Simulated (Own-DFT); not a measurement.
# Stretching a layer in its plane: wurtzite AlN, 72 atoms (Al36N36)

No measurement is shown. These are fixed-geometry runs of a retired plane-wave code named Own-DFT, which no person has reviewed; spin and spin-orbit coupling are neglected.

Common settings: PBE; PseudoDojo norm-conserving scalar-relativistic files; cutoff 42 hartree; 4 x 4 x 3 k mesh centred on Gamma; Gaussian smearing of 0.01 eV.

Keep in mind: k mesh not checked against a denser one; stress not checked against mesh or cutoff.

Unstrained cell vectors in Å: (9.336, 0.000, 0.000); (-4.668, 8.085, 0.000); (0.000, 0.000, 9.964). The unstrained cell has measured lattice constants (interpolated for alloys), not those of this functional. That, the random moves and any unrelaxed bonds set the pressure at no strain. Each run strains x and y alike by e, as a substrate would, and holds the height along z. Random moves of width 0.05 Å per axis were added to every atom. Stress is positive in tension.

```
e (%),u (Å),(s_xx + s_yy)/2 (GPa),s_zz (GPa)
-2.50,0.048,-22.04,-9.12
-1.75,0.047,-16.12,-8.71
-1.25,0.049,-12.37,-9.14
-0.75,0.050,-8.92,-8.26
0.75,0.049,-0.68,-5.71
1.50,0.052,?,?
1.75,0.056,3.91,-5.49
2.00,0.051,4.36,-1.86
2.75,0.048,7.85,0.22
3.00,0.051,9.70,-2.14
```

## What the rows give

With e as a fraction, the in-plane stress is -4.8 + 577 e - 3930 e² GPa (errors 10 and 680, scatter 0.52), and s_zz is -6.3 + 161 e GPa (slope ± 24, scatter 1.40). At e = 0 the first slope is C11 + C12 and the second 2 C13, both with the ions held to the strained lattice and at the cell's own pressure. The term in e² is negative: the layer stiffens under compression and softens under tension. A free layer would change its height as e changes, and the in-plane slope would drop by 2 C13²/C33 to the biaxial modulus. At fixed height, a misfit of 1 % moves the in-plane stress by about 5.8 GPa and s_zz by 1.6 GPa.

## The run left out

Question: what are the two stresses at e = 1.50 %?

The fitted form gives 2.9 and -3.9 GPa. Computed: 2.03 and -3.51 GPa.
